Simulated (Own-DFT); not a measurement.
# How strain changes the stress of 4H SiC, 72 atoms (C36Si36)

Calculated, not measured: single-point runs of Own-DFT, a retired in-house plane-wave DFT program that no person has reviewed, on unrelaxed cells, without spin or spin-orbit coupling.

All runs used: PBE; PseudoDojo norm-conserving scalar-relativistic files; cutoff 42 hartree; 4 x 4 x 3 k mesh centred on Gamma; Fermi-Dirac smearing of 0.1 eV.

Keep in mind: forces on such cells passed a denser k mesh, each cell not checked; stress not checked against mesh or cutoff.

Unstrained cell vectors in Å: (9.248, 0.000, 0.000); (-4.624, 8.009, 0.000); (0.000, 0.000, 10.068). The unstrained cell has measured lattice constants (interpolated for alloys), not those of this functional. That, the random moves and any unrelaxed bonds set the pressure at no strain. Each run strains this cell uniformly, with the atoms carried along. Each atom got a random Gaussian move of width 0.05 Å along each axis. Strains are tensor components in per cent; tension counts as positive stress, and P is minus the mean normal stress.

```
run,e_xx (%),e_yy (%),e_zz (%),e_yz (%),e_xz (%),e_xy (%),s_xx (GPa),s_yy (GPa),s_zz (GPa),s_yz (GPa),s_xz (GPa),s_xy (GPa),P (GPa),E (meV/atom)
1,-1.28,-1.85,1.92,-1.20,-1.77,-1.45,-12.31,-15.76,2.40,-3.25,-5.98,-6.44,8.56,36.9
2,0.81,-1.05,1.63,-1.81,-0.82,-0.38,-0.01,-9.31,2.26,-5.39,-2.83,-3.10,2.35,10.2
3,-0.21,1.20,0.82,-1.05,-0.20,0.63,-4.06,1.48,-3.12,-4.41,0.50,3.32,1.90,22.2
4,0.84,1.96,-1.44,0.69,-1.61,-0.39,1.31,3.58,-13.46,3.30,-5.69,-1.52,2.86,25.9
5,-1.58,-0.14,0.49,0.35,-0.57,1.94,-13.67,-5.34,-4.55,0.42,-2.33,9.22,7.86,4.5
6,-1.88,-1.50,1.53,-0.72,1.52,-0.52,-17.13,-16.36,2.65,-2.47,5.47,-2.91,10.28,19.3
7,0.96,-0.55,-0.85,-1.43,-0.57,-0.99,-2.36,-8.01,-10.97,-5.45,-3.63,-7.54,7.11,33.0
8,-1.62,0.65,-1.43,0.86,0.50,1.31,-13.58,-5.11,-15.68,3.04,2.25,6.26,11.46,31.2
9,1.22,0.08,-1.85,-1.85,-1.14,1.16,0.22,-4.69,-15.10,-6.36,-4.41,4.72,6.52,17.2
10,1.59,0.38,0.34,-0.64,0.06,-1.16,4.46,-2.09,-2.67,-3.06,0.12,-4.49,0.10,0.0
11,-1.76,1.81,1.16,-1.58,-1.68,-1.77,-12.37,3.73,-0.28,-5.54,-6.48,-7.38,2.97,24.4
12,-1.10,-1.70,-1.39,1.20,0.46,1.56,-13.51,-16.59,-17.26,5.16,0.73,9.06,15.79,26.9
13,0.00,-0.17,1.71,-0.15,0.49,-1.22,-3.52,-3.58,1.14,-0.31,2.24,-5.68,1.99,7.8
14,-1.02,-1.94,0.48,1.18,0.22,1.59,-13.16,-20.66,-2.75,2.59,0.96,10.91,12.19,39.0
15,-1.53,-0.79,-0.56,1.49,0.31,-1.09,-15.39,-12.47,-9.75,5.49,0.51,-5.06,12.53,32.6
16,1.09,-1.03,0.99,-0.72,-1.14,-1.73,1.31,-10.20,-2.15,-2.63,-3.94,-8.48,3.68,28.3
17,1.65,0.48,-1.01,1.13,2.00,0.19,?,?,?,?,?,?,?,?
```

E is the free energy for each atom above the lowest run shown.

## What the rows give

Least squares on the runs shown: each stress against a constant and the strains, taken as fractions with shears doubled. Shear strains stay in the fit of a normal stress only where such slopes are resolved. The slopes, in GPa:

| stress | at no strain | per e_xx | per e_yy | per e_zz | scatter |
|---|---|---|---|---|---|
| s_xx | -5.0 | 562 ± 15 | 120 ± 16 | 78 ± 15 | 0.72 |
| s_yy | -5.7 | 102 ± 31 | 579 ± 32 | 84 ± 31 | 1.47 |
| s_zz | -6.6 | 39 ± 29 | 16 ± 30 | 545 ± 29 | 1.39 |

The slope of each shear stress on twice its own strain, from a fit on all six strains: yz 173 ± 13, xz 181 ± 10, xy 253 ± 15 GPa. These are stiffnesses along x, y and z of the frame in which the cell vectors are given, with the crystal's c axis along z: C11, C12, C13 and C33. Hexagonal symmetry asks that xx and yy behave alike, which is a second check on the noise. No internal relaxation is included, and where it is allowed it would reduce some of the slopes. Slopes across the diagonal should nearly agree, so their difference gauges the noise. A ninth of the table's sum, 236 ± 5 GPa, estimates the bulk modulus near the mean pressure of these runs, 6.8 GPa, so it lies above the value at zero pressure.

## The run left out

Question: what normal stresses and pressure should run 17 give?

Estimate: s_xx = 4.0, s_yy = -2.1, s_zz = -11.4 and P = 3.2 GPa. The calculation gave 4.11, -1.65, -11.27 and P = 2.94 GPa.
